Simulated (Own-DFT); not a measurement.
# Computed records: GaAs (twinned zincblende, atoms displaced), InP (zincblende, strained, atoms displaced)

All values are calculated (Own-DFT development build). A calculation, not a measurement: plane-wave PBE density functional theory by an unreviewed code, no spin, of a simulated periodic cell, stress positive in tension, free energy of the whole cell less one offset for each atom, forces on such cells moved up to 12 meV/angstrom on a denser k mesh; offsets are fitted by least squares, one for each functional and potential file, so energies compare only between cells with the same atoms and settings and are not formation energies; the far tail of each file's local potential was reset to the Coulomb form; each entry is a single point on an unrelaxed cell, so the pressure reflects the starting lattice, mostly measured values (interpolated for alloys), from which strain is counted, and rises with the displacements; printed positions are rounded, which can move forces by about a meV/angstrom; the program, named Own-DFT, is a retired in-house code; no spin-orbit coupling; before rounding, a Quantum ESPRESSO 7.3.1 run of the same cell and cutoff gave forces within 1 meV/angstrom rms on each cell, which checks the program and not the settings.

Common to all runs: functional PBE; potential files PseudoDojo norm-conserving, scalar-relativistic, standard set; occupations Fermi-Dirac; smearing width 0.1 eV.

(1) GaAs (twinned zincblende, atoms displaced)

```xyz
48
Lattice="5.6533 -5.6533 0.0000 0.0000 5.6533 -5.6533 11.3066 11.3066 11.3066" Properties=species:S:1:pos:R:3 GaAs
Ga    10.5698     5.0046    -0.6151
As     6.2953    -4.9320     0.6195
Ga     2.0874     2.0113    -0.7338
As     3.5158     3.5462     0.6675
Ga     4.8575     2.1653     2.1307
As     6.4831     3.6321     3.5823
Ga    10.5970     2.0620     2.2287
As     6.3584    -2.0642    -2.0302
Ga     2.2138     4.9902    -3.5139
As     3.5665     6.2246    -2.0564
Ga     4.9428     4.9721    -0.6306
As     6.3292     6.3389     0.6746
Ga     7.7872     7.8204    -0.6653
As     3.5784     3.4452    -4.9562
Ga     4.8764    -0.6120    -0.6202
As     6.3751     0.6924     0.6491
Ga     7.7937    -0.7862     2.0814
As     9.0783     0.6588     3.5499
Ga     7.7104     4.8894     2.1170
As     3.5403     0.9379    -2.1007
Ga     4.8268     2.1447    -3.5402
As     6.3156     3.5106    -2.2180
Ga     7.6494     2.2142    -0.6752
As     9.2301     3.6280     0.7145
Ga    10.7059    16.2557     5.0303
As    12.0122     6.4009     0.7437
Ga    11.6104     5.8885     3.0714
As    12.9147     7.2616     4.4214
Ga    12.5864     9.7661     3.9629
As    13.9040    10.9891     5.2977
Ga    10.5928    13.3953     7.7839
As     6.3893     9.1409     3.4980
Ga    11.5715     2.9704     5.9186
As    12.9348     4.4813     7.1737
Ga    12.4635     6.7474     6.8321
As    13.9982     8.1751     8.2391
Ga    13.4890     7.7017    10.5310
As     9.1343     9.1215     0.7366
Ga     8.7636     8.7555     3.1430
As    10.1049    10.1263     4.5613
Ga     9.5649    12.4410     3.9799
As    11.1475    13.9027     5.3891
Ga    13.3574    10.4748     7.7611
As     9.2302     6.3240     3.5524
Ga     8.5990     5.8609     5.8807
As    10.0418     7.2961     7.3009
Ga     9.7673     9.6444     6.7908
As    11.1993    11.0435     8.2678
```

Here we set wave cutoff 42 hartree and k mesh 4 x 4 x 2 centred on Gamma.

Results for GaAs (twinned zincblende, atoms displaced): free energy of cell above offsets -16.557 eV; pressure 4.33 GPa; stress xx -4.45 GPa; stress yy -4.28 GPa; stress zz -4.26 GPa; stress yz -0.03 GPa; stress xz -0.26 GPa; stress xy -0.86 GPa.

Force:
```
element  x (eV/Å)  y (eV/Å)  z (eV/Å)
     Ga     0.477      0.19    -1.094
     As     1.014     0.498     2.229
     Ga     -0.69     1.814     0.602
     As    -0.153    -0.745    -0.063
     Ga     0.927    -0.448     0.492
     As    -2.026    -1.027      0.45
     Ga    -0.438    -0.064    -0.857
     As    -0.243     0.059    -0.635
     Ga    -1.084    -0.816    -0.553
     As     -0.37     2.135    -0.074
     Ga     0.478    -0.899    -0.635
     As     0.328     0.573     0.694
     Ga    -0.514    -0.766     -0.38
     As    -1.165     1.242    -0.673
     Ga     0.019    -0.387    -0.924
     As     -0.14      0.52     1.384
     Ga    -0.497     0.538     -0.03
     As     0.507     0.186      0.16
     Ga     0.993     1.251    -0.589
     As    -0.213    -3.158    -0.332
     Ga     1.838     -0.06    -0.388
     As    -0.122     0.432      0.58
     Ga     1.147    -0.277     -0.44
     As    -0.598    -1.534     0.461
     Ga    -1.107    -1.083    -1.353
     As      -0.3    -0.767     0.211
     Ga    -0.846    -0.701      -0.1
     As     0.203     1.253     0.966
     Ga    -1.698    -1.664    -1.353
     As     1.417      0.94     1.917
     Ga     1.612     0.264     -0.24
     As     0.032     0.318     0.741
     Ga    -0.785     1.187    -0.761
     As     0.867     -0.65     0.915
     Ga    -0.386     1.074    -0.287
     As    -1.205    -0.057    -0.464
     Ga    -0.263     0.092     0.486
     As     1.037      0.83     0.581
     Ga    -0.121    -0.888    -0.329
     As     1.177     0.478    -1.324
     Ga     0.719     0.415      0.39
     As    -0.545    -0.677      0.04
     Ga     1.877     0.627    -0.418
     As    -0.328     0.217    -0.238
     Ga       1.1    -0.254    -0.205
     As     0.547    -0.474    -0.159
     Ga    -0.674     0.114     1.362
     As     -1.81     0.151      0.24
```

(2) InP (zincblende, strained, atoms displaced)

```xyz
64
Lattice="11.3066 0.0000 0.0000 0.0000 11.3066 0.0000 0.0000 0.0000 12.2113" Properties=species:S:1:pos:R:3 InP
In    11.2502    11.2360     0.0626
In    11.2609     2.9861     2.9469
In     2.8111    11.2892     3.0089
In     2.8869     2.8146     0.0222
P      1.5183     1.4472     1.3737
P      1.4746     4.2996     4.5192
P      4.3042     1.3773     4.5254
P      4.3457     4.1978     1.4440
In    11.2657    11.2905     6.0838
In     0.1628     2.8319     9.1743
In     2.9031    11.2188     9.1261
In     3.0592     2.7556     5.9982
P      1.4910     1.4713     7.8008
P      1.1897     4.2177    10.6783
P      4.1460     1.4241    10.6154
P      4.2473     4.2381     7.5725
In    11.2631     5.5365    12.1076
In    11.2391     8.5311     2.9351
In     2.8696     5.6708     3.2113
In     2.8821     8.4131    12.1174
P      1.3263     6.9117     1.6483
P      1.5764     9.9923     4.6517
P      4.2411     7.1206     4.6595
P      4.1528     9.7609     1.3974
In     0.0030     5.6772     6.1212
In     0.0442     8.3633     9.2753
In     2.9082     5.6456     9.2035
In     2.9044     8.4392     6.2322
P      1.4489     7.1568     7.5239
P      1.4695     9.8550    10.6754
P      4.3417     7.0925    10.5345
P      4.0965    10.0156     7.6260
In     5.5712     0.0363     0.0292
In     5.6067     2.8790     2.9635
In     8.4847    11.3004     2.8962
In     8.5670     2.8752    12.1469
P      7.0292     1.4538     1.6264
P      7.1124     4.3219     4.6013
P      9.9459     1.5364     4.4313
P      9.9194     4.2590     1.4221
In     5.7447     0.0649     6.0688
In     5.6964     2.8496     9.1165
In     8.4596     0.0683     9.1358
In     8.2961     2.7689     6.1383
P      7.1506     1.4448     7.6127
P      6.8382     4.2020    10.5492
P      9.9971     1.4640    10.7540
P      9.8294     4.2717     7.6366
In     5.7214     5.6082    12.1052
In     5.7070     8.4395     3.1185
In     8.4832     5.6540     3.0427
In     8.3956     8.5166     0.0111
P      7.0610     6.9674     1.5547
P      6.9968     9.8607     4.3725
P      9.8869     7.0765     4.6015
P      9.9197    10.0194     1.3619
In     5.7055     5.7506     6.2319
In     5.5773     8.4599     9.3612
In     8.5177     5.5672     9.1835
In     8.3246     8.4660     6.1283
P      7.0811     7.1061     7.7297
P      7.0342     9.9478    10.7659
P     10.0763     7.0840    10.7179
P      9.7517     9.8858     7.5093
```

Settings of this run: wave cutoff 36 hartree and k mesh 3 x 3 x 3 centred on Gamma.

It finds free energy of cell above offsets -25.731 eV; pressure 7.31 GPa; stress xx -8.01 GPa; stress yy -8.78 GPa; stress zz -5.15 GPa; stress yz -0.14 GPa; stress xz 1.12 GPa; stress xy -1.2 GPa.

Force:
```
element  x (eV/Å)  y (eV/Å)  z (eV/Å)
     In     2.774      1.88    -2.285
     In     1.487    -0.802     0.176
     In     0.259     0.136    -0.686
     In    -0.162     0.934     -1.26
      P    -1.412    -0.647      1.63
      P    -0.799    -1.466     1.366
      P      0.53    -0.348    -0.941
      P    -1.217     1.603     0.057
     In      0.38     0.878     0.096
     In    -2.339    -0.369    -1.164
     In     -1.78     1.279     1.632
     In    -2.053     0.535     0.789
      P     0.406    -0.857      -2.4
      P     3.898     0.503      0.28
      P     1.124     0.145      0.06
      P     0.103     0.055     0.439
     In     0.307     1.501     1.795
     In     0.519     0.256     1.106
     In     0.783     0.346    -1.611
     In    -1.299    -1.212     0.327
      P     0.716     0.421     -1.37
      P    -1.184    -1.105    -0.241
      P      0.72    -0.269    -0.058
      P     1.108     0.725     1.588
     In     0.043    -0.322    -0.155
     In     0.641     1.606    -2.206
     In    -1.422    -0.495     -0.71
     In     0.065     1.102    -1.416
      P    -0.809    -1.428     1.857
      P    -0.542     0.386     0.139
      P    -2.284     -2.62      3.17
      P     3.298    -1.419    -1.118
     In    -0.083     0.423     0.228
     In     0.741     0.074     1.698
     In     0.447     0.339      1.21
     In    -1.603    -0.361     0.078
      P      0.27      0.07    -1.841
      P    -1.102    -0.377    -0.078
      P    -0.833    -0.834     0.969
      P    -1.228     0.569     0.543
     In    -0.347    -0.862     0.098
     In    -1.857    -1.666    -1.391
     In     0.923    -0.614      0.86
     In     2.381     1.459    -1.838
      P    -1.699    -1.021     1.111
      P     3.221      0.66     1.386
      P    -0.398    -0.572    -1.134
      P     0.864    -1.147    -0.525
     In    -0.644     0.791     0.876
     In    -1.836    -0.965    -1.865
     In     0.897    -0.212     0.202
     In     0.696    -0.748    -0.017
      P    -0.182     0.675     -0.72
      P      1.64     1.489     2.044
      P    -0.229     0.565    -0.345
      P    -1.906     -2.54     2.188
     In    -0.069    -0.346    -0.791
     In     2.366     3.106    -3.447
     In    -0.191     0.919     0.694
     In     0.221     0.003     -1.16
      P    -0.267     0.252     0.888
      P     0.062     0.391    -0.769
      P    -3.069    -0.492      0.65
      P     0.957     0.035     1.313
```

(3) InP (zincblende, strained, atoms displaced)

```xyz
64
Lattice="11.3066 0.0000 0.0000 0.0000 11.3066 0.0000 0.0000 0.0000 12.2113" Properties=species:S:1:pos:R:3 InP
In     0.0113    11.2648    12.1826
In    11.1016     2.8364     3.2205
In     2.7730     0.1206     3.1015
In     2.8586     2.7917    12.1646
P      1.3648     1.3362     1.6347
P      1.4545     4.2433     4.6061
P      4.2224     1.4713     4.5654
P      4.3078     4.2597     1.5591
In     0.0285     0.0992     6.1527
In     0.0944     2.8346     9.1955
In     2.7556    11.2317     9.0825
In     2.9101     2.9201     6.0415
P      1.3007     1.3800     7.5958
P      1.4195     4.1327    10.6741
P      4.2332     1.4424    10.8031
P      4.1598     4.3076     7.6971
In    11.2682     5.8566    12.1179
In    11.2358     8.4502     3.1338
In     2.8412     5.7133     3.0051
In     2.7175     8.4193     0.0103
P      1.5278     7.0155     1.4367
P      1.3992    10.0313     4.6542
P      4.2069     7.0162     4.5860
P      4.2265     9.8728     1.6935
In    11.2744     5.7092     6.1069
In     0.1013     8.4740     9.1182
In     2.8270     5.7507     9.1073
In     2.7264     8.5654     6.0933
P      1.3781     6.9392     7.6620
P      1.3761     9.9085    10.6364
P      4.1920     7.0961    10.7106
P      4.1213     9.8985     7.7154
In     5.6350     0.0914     0.0427
In     5.6199     2.7963     2.9971
In     8.4646     0.0041     3.1638
In     8.4191     2.7870    12.0830
P      7.0860     1.4095     1.5245
P      7.1644     4.1864     4.5953
P     10.0233     1.4341     4.6258
P      9.8288     4.2465     1.5454
In     5.6191     0.0713     5.9469
In     5.5590     2.7808     9.2101
In     8.4200     0.0030     9.0909
In     8.4794     2.9386     6.0475
P      7.0403     1.5752     7.5375
P      7.1055     4.3200    10.7583
P      9.8290     1.4477    10.6937
P      9.8796     4.1433     7.6442
In     5.8576     5.7118     0.1399
In     5.5677     8.4207     2.9730
In     8.4955     5.7411     3.2202
In     8.3965     8.4259    12.1432
P      7.0434     7.0167     1.5124
P      7.0735     9.9027     4.7485
P      9.6925     7.1259     4.5483
P      9.9688     9.9501     1.4185
In     5.7251     5.6055     6.1155
In     5.6119     8.4478     9.1829
In     8.5933     5.6955     9.1924
In     8.6105     8.6140     6.0823
P      7.0850     7.1035     7.6090
P      6.9738     9.9490    10.6773
P      9.9095     7.2230    10.6236
P      9.9235     9.9857     7.4835
```

It was run with wave cutoff 36 hartree and k mesh 3 x 3 x 3 centred on Gamma.

The calculation gives: free energy of cell above offsets -27.455 eV; pressure 7.02 GPa; stress xx -8.04 GPa; stress yy -8.19 GPa; stress zz -4.84 GPa; stress yz -0.22 GPa; stress xz -0.68 GPa; stress xy 0.24 GPa.

Force:
```
element  x (eV/Å)  y (eV/Å)  z (eV/Å)
     In     0.269     1.215    -0.432
     In      2.12     1.669    -2.432
     In     0.594    -1.043     0.062
     In    -0.873     0.597     1.934
      P    -0.654     1.588    -1.205
      P     -0.82     0.727     -0.74
      P    -0.043     0.221    -0.272
      P     -0.59     0.158    -0.735
     In    -0.387    -0.712     -0.87
     In    -1.132    -0.638    -0.473
     In    -0.245     1.527     0.971
     In    -0.601    -0.442     1.186
      P     2.178     1.495     0.907
      P     0.329     1.994     0.542
      P    -0.219    -1.173      -1.7
      P     1.062    -0.608    -0.489
     In     0.145    -1.879      0.55
     In     0.837     0.645    -0.965
     In     0.085    -1.036     0.423
     In     1.372     1.785    -0.651
      P        -2    -0.002     1.511
      P    -0.444    -0.918    -0.846
      P     0.267     0.533     0.644
      P    -0.968     1.089     -1.77
     In     -0.62    -0.858    -0.461
     In    -0.654     0.632    -0.846
     In     0.093    -0.891     1.675
     In     0.489    -0.841     0.325
      P    -0.187     1.598    -0.963
      P      0.43    -0.154     0.577
      P      0.61    -0.628       0.5
      P     1.675    -0.445    -1.562
     In    -0.161    -1.183      0.63
     In     0.706     0.211     0.343
     In     0.388    -0.152    -0.582
     In     0.214     0.467     1.537
      P     0.438      0.02     0.449
      P    -1.819     0.703    -1.221
      P    -2.589    -1.212     1.152
      P     0.108     0.579    -0.287
     In     -0.24    -0.066     2.056
     In     0.596     0.853    -0.173
     In     0.015     0.352    -0.141
     In     1.052    -1.367     0.705
      P    -0.433    -1.016      0.49
      P    -0.583    -0.043    -1.359
      P     0.946    -0.927    -0.838
      P     0.599     0.989     0.249
     In    -2.735    -1.699    -2.189
     In     1.015    -0.236     1.478
     In    -1.191    -1.953    -2.671
     In     0.119     1.121     0.633
      P     2.031     2.002     2.229
      P    -0.445    -0.532     -2.06
      P     2.635     0.661     1.492
      P    -1.537    -1.313      1.46
     In    -0.342     0.067     0.086
     In     0.031     0.184    -0.332
     In    -0.675    -0.359    -0.602
     In    -1.287    -0.828     0.915
      P     0.531     0.149     0.166
      P      0.27     -0.18    -0.055
      P    -0.174    -0.203    -0.151
      P     0.397    -0.292     2.194
```

(4) InP (zincblende, strained, atoms displaced)

```xyz
64
Lattice="11.3066 0.0000 0.0000 0.0000 11.3066 0.0000 0.0000 0.0000 12.2113" Properties=species:S:1:pos:R:3 InP
In     0.1369    11.2578     0.0345
In    11.2966     2.8431     3.1001
In     2.8741    11.2441     3.0705
In     2.9324     2.8764     0.1582
P      1.3684     1.3592     1.5469
P      1.3956     4.2037     4.6126
P      4.1603     1.3825     4.5449
P      4.2836     4.2899     1.6296
In    11.1723    11.2904     6.1290
In     0.1722     2.7481     9.2715
In     2.9482    11.2009     9.2257
In     2.7819     2.8337     6.0305
P      1.5166     1.6480     7.6082
P      1.4591     4.2442    10.6980
P      4.1482     1.5291    10.4712
P      4.2105     4.3551     7.4893
In     0.0411     5.6351    12.1378
In     0.0075     8.3034     3.1727
In     2.8764     5.6500     3.0289
In     2.8733     8.5647     0.1340
P      1.2777     7.1325     1.5049
P      1.3185     9.8184     4.5810
P      4.2574     7.1325     4.4819
P      4.2483    10.0651     1.5014
In     0.0358     5.6194     6.2733
In    11.2550     8.5626     9.1314
In     2.8178     5.6842     9.0142
In     2.7508     8.4879     5.9476
P      1.3700     7.2261     7.6840
P      1.4799     9.9088    10.6460
P      4.3727     6.9796    10.6080
P      4.2252     9.9873     7.6200
In     5.5662     0.0594     0.0395
In     5.6685     2.8723     3.1242
In     8.3357    11.2184     3.0293
In     8.5090     2.8901     0.0098
P      7.1190     1.5756     1.4370
P      7.0367     4.2292     4.5167
P      9.8438     1.5279     4.4928
P      9.9643     4.2847     1.4736
In     5.5673     0.0335     5.9459
In     5.7905     2.9165     9.0785
In     8.4654     0.1312     9.1490
In     8.4795     2.7916     5.9959
P      7.1901     1.3795     7.6699
P      7.0085     4.1957    10.7390
P      9.8139     1.3378    10.7488
P      9.8544     4.1496     7.6085
In     5.5967     5.6158    11.9987
In     5.7498     8.5290     3.0716
In     8.3608     5.4839     3.1271
In     8.6140     8.3611     0.0266
P      7.0309     6.9760     1.5170
P      7.0055     9.8376     4.6194
P      9.8171     7.2388     4.5708
P      9.8692     9.8422     1.5798
In     5.6481     5.6362     6.1271
In     5.6221     8.3417     9.1922
In     8.4649     5.7144     9.1799
In     8.4525     8.5106     6.1034
P      6.9984     7.0756     7.6500
P      7.2554     9.8688    10.7929
P      9.8549     7.0129    10.6424
P      9.8590     9.8861     7.6074
```

It was run with wave cutoff 36 hartree and k mesh 3 x 3 x 3 centred on Gamma.

To be estimated
1. InP (zincblende, strained, atoms displaced) (entry 4): pressure?
2. Give the table of force values for InP (zincblende, strained, atoms displaced) (entry 4).

Calculated values
1. 6.9 GPa
2. 
Force:
```
element  x (eV/Å)  y (eV/Å)  z (eV/Å)
     In    -1.501    -0.348    -0.285
     In     0.328     0.232    -1.052
     In    -1.633     0.092     0.244
     In    -0.639    -0.659    -0.862
      P     0.907      0.82     0.657
      P    -0.104     1.391    -0.626
      P      0.28     1.032    -0.299
      P      0.64     0.077    -0.978
     In     1.079     1.275    -0.368
     In    -1.762       0.1     0.022
     In    -1.079     0.991    -1.043
     In     1.088      0.46    -0.157
      P    -0.766    -2.997      0.49
      P     1.048     0.297     0.208
      P      1.15     0.586     1.817
      P    -0.054    -1.605     0.806
     In    -0.144     0.333    -0.068
     In    -0.086     1.642    -1.348
     In    -1.306     0.545     0.303
     In    -0.155    -0.877    -0.995
      P     1.456    -0.762    -0.304
      P    -0.026     1.556    -0.437
      P     0.115    -0.421     0.611
      P     0.481    -1.644     0.892
     In    -0.566     0.515    -0.821
     In    -0.198    -0.096     0.983
     In    -0.285     0.138     0.917
     In     0.938    -0.096     1.422
      P     0.626    -0.641    -0.717
      P    -0.417    -0.781     0.482
      P     -3.26     0.841     0.409
      P     0.593    -1.588    -0.835
     In       1.4       1.1    -1.956
     In    -0.401    -1.158    -0.938
     In     0.599     0.878    -0.372
     In     0.788     0.232    -0.502
      P    -1.218    -1.267     1.331
      P    -0.756    -0.488     2.472
      P    -0.145    -2.094    -0.033
      P     -0.33     0.009     0.776
     In      0.68    -0.085      1.73
     In    -1.037    -0.375    -0.678
     In     0.578    -1.988     0.889
     In    -0.346     0.465     0.981
      P    -1.825     0.895    -2.142
      P     1.382     0.097    -0.804
      P     1.598     0.632     0.203
      P     0.055     0.161     0.996
     In     0.579     -0.31     2.829
     In    -0.693    -0.584    -1.518
     In     1.937     2.095    -1.648
     In     -0.71     0.242     0.753
      P    -0.021    -0.007     -0.29
      P     0.424     0.913      0.27
      P    -0.715     -3.07     0.986
      P     0.879     0.035     0.127
     In     0.474     1.027    -1.236
     In     0.985     2.691     -0.47
     In    -0.407    -1.225    -0.787
     In    -0.342    -0.261     0.796
      P     0.848    -0.133    -0.721
      P    -1.563     0.228    -0.686
      P     1.215     0.447    -0.036
      P    -0.657      0.49     0.611
```

Further results for InP (zincblende, strained, atoms displaced) (entry 4):

| Property | Result |
| --- | --- |
| free energy of cell above offsets | -27.341 eV |
| stress xx | -7.98 GPa |
| stress yy | -7.83 GPa |
| stress zz | -4.9 GPa |
| stress yz | -0.39 GPa |
| stress xz | 0.95 GPa |
| stress xy | -0.51 GPa |
